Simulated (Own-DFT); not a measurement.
# Two functionals across a range of volumes: L1_0 TiAl, 32 atoms (Al16Ti16)

Everything here is calculated. The program is Own-DFT (plane waves, in-house, since retired, never reviewed by a person); positions were held fixed, and spin and spin-orbit coupling were off.

Caveats: forces on such cells failed a check on a denser k mesh; stress not checked against mesh or cutoff.

Each geometry was run with PBE and with PBEsol, otherwise alike: PseudoDojo norm-conserving scalar-relativistic files made for PBE; cutoff 42 hartree; 4 x 4 x 4 k mesh centred on Gamma; cold (Marzari-Vanderbilt) smearing of 0.2 eV. Unstrained cell vectors in Å: (5.622, 5.622, 0.000); (-5.621, 5.621, 0.000); (0.000, 0.000, 8.133). Each has a uniform strain, of which the change of volume is shown, and random moves of rms u per axis.

| run | volume change (%) | u (Å) | P with PBE (GPa) | P with PBEsol (GPa) |
|---|---|---|---|---|
| 1 | -1.44 | 0.0500 | 3.86 | 0.95 |
| 2 | -1.37 | 0.0534 | 3.58 | 0.67 |
| 3 | 0.71 | 0.0518 | 1.18 | -1.64 |
| 4 | 0.26 | 0.0484 | 1.46 | -1.38 |
| 5 | -0.10 | 0.0586 | 2.22 | -0.63 |
| 6 | 0.41 | 0.0454 | 1.24 | -1.59 |
| 7 | -3.90 | 0.0530 | 7.19 | 4.16 |
| 8 | 0.67 | 0.0476 | 1.04 | -1.78 |
| 9 | 0.93 | 0.0558 | 0.97 | -1.83 |
| 10 | -1.97 | 0.0483 | 4.29 | 1.36 |
| 11 | -0.53 | 0.0459 | 2.42 | -0.44 |
| 12 | 0.58 | 0.0533 | 1.23 | ? |

Asked: by how much does PBEsol shrink this cell, and what belongs in the blank?

## Answer

Write v for the change of volume as a fraction. Fitted to v and u², the PBE pressure has a slope of -129 ± 3 GPa in v, with the ions held to the strained lattice. The difference PBEsol less PBE is -2.85 + 4.5 v GPa (slope ± 0.1) and averages -2.87 GPa. Divided by the mean slope of the two, 127 GPa, that makes PBEsol's volume at a given pressure, near 1 GPa, about 2.3 % smaller, or 0.75 % in lengths. At one volume PBEsol's slope is the smaller by 5 GPa, but its pressure there is lower too. If stiffness rises by about 4 GPa for each GPa, PBEsol at equal pressure is stiffer by about 7 GPa. Files made for PBEsol would give a different shift.

For run 12 the line gives -1.59 GPa. The run itself gave -1.60 GPa.
